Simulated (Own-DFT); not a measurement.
# Which way do the neighbours of a vacancy move? 2H SiC, 71 atoms (C36Si35), with one Si vacancy

Calculated results; nothing here was measured. They come from Own-DFT, an in-house plane-wave density functional program, since retired, whose code no person has reviewed. Each row is one single-point run on a periodic cell that was not relaxed, without spin or spin-orbit coupling.

Settings of every run: PBE; PseudoDojo norm-conserving scalar-relativistic files; cutoff 42 hartree; 4 x 4 x 3 k mesh centred on Gamma; Fermi-Dirac smearing of 0.1 eV.

Known limits: a neutral cation vacancy leaves holes that likely carry spin, which these runs leave out; not probed for a lower state with spin; forces on such cells moved up to 12 meV/angstrom on a denser k mesh; stress not checked against mesh or cutoff.

Cell vectors in Å: (9.248, 0.000, 0.000); (-4.624, 8.009, 0.000); (0.000, 0.000, 10.068). Every atom was also moved at random, by a Gaussian of width 0.05 Å on each axis. The defect's site can differ from row to row. The empty site has 4 nearest neighbours, all C. For each, d is its distance from the empty site and R the part of its force along the line away from it, positive outwards. The last column is the rms force component on atoms over 4.5 Å away.

| run | d1 (Å) | d2 (Å) | d3 (Å) | d4 (Å) | R1 (eV/Å) | R2 (eV/Å) | R3 (eV/Å) | R4 (eV/Å) | far F (eV/Å) |
|---|---|---|---|---|---|---|---|---|---|
| 1 | 1.868 | 1.891 | 1.898 | 1.949 | 1.77 | 1.75 | 1.01 | 0.76 | 1.37 |
| 2 | 1.838 | 1.853 | 1.856 | 1.911 | 1.88 | 1.46 | 1.27 | 1.40 | 1.53 |
| 3 | 1.877 | 1.896 | 1.914 | 1.916 | 1.86 | 0.62 | 1.68 | 1.67 | 1.53 |
| 4 | 1.885 | 1.968 | 1.970 | 1.979 | 1.61 | 1.11 | 1.18 | 0.43 | 1.23 |
| 5 | 1.806 | 1.863 | 1.866 | 1.869 | 1.86 | 1.65 | 1.51 | 1.79 | 1.65 |
| 6 | 1.779 | 1.923 | 1.968 | 2.034 | 2.34 | 1.29 | 0.50 | 0.72 | 1.68 |
| 7 | 1.824 | 1.865 | 1.892 | 2.022 | 1.25 | 1.97 | 1.33 | 0.07 | 1.73 |
| 8 | 1.829 | 1.839 | 1.920 | 1.980 | 1.46 | 1.55 | 1.09 | 0.39 | 1.23 |
| 9 | 1.826 | 1.904 | 1.984 | 1.990 | ? | ? | ? | ? | ? |

## Worked fit

A straight line through the 32 neighbours shown gives R = 1.32 - 6.9 (d - 1.898) eV/Å, with a scatter of 0.33 left by the moves of the other atoms. The slope, with an error of 1.0, is the pull back towards the neighbour's own site. The constant, 1.32 ± 0.06 eV/Å, is the force at the mean distance: with one bond gone, the neighbours are pushed outwards, away from the empty site. It shows how a relaxation would start, not where it would end, and it depends somewhat on the width of the random moves.

## Withheld run

Question: what mean R should the neighbours of run 9 feel? Their mean d is 1.926 Å.

The line gives 1.13 ± 0.14 eV/Å, by the scatter of the means of the runs shown. The calculation gave R = 2.12, 0.86, 0.49, 1.07, a mean of 1.14 eV/Å.
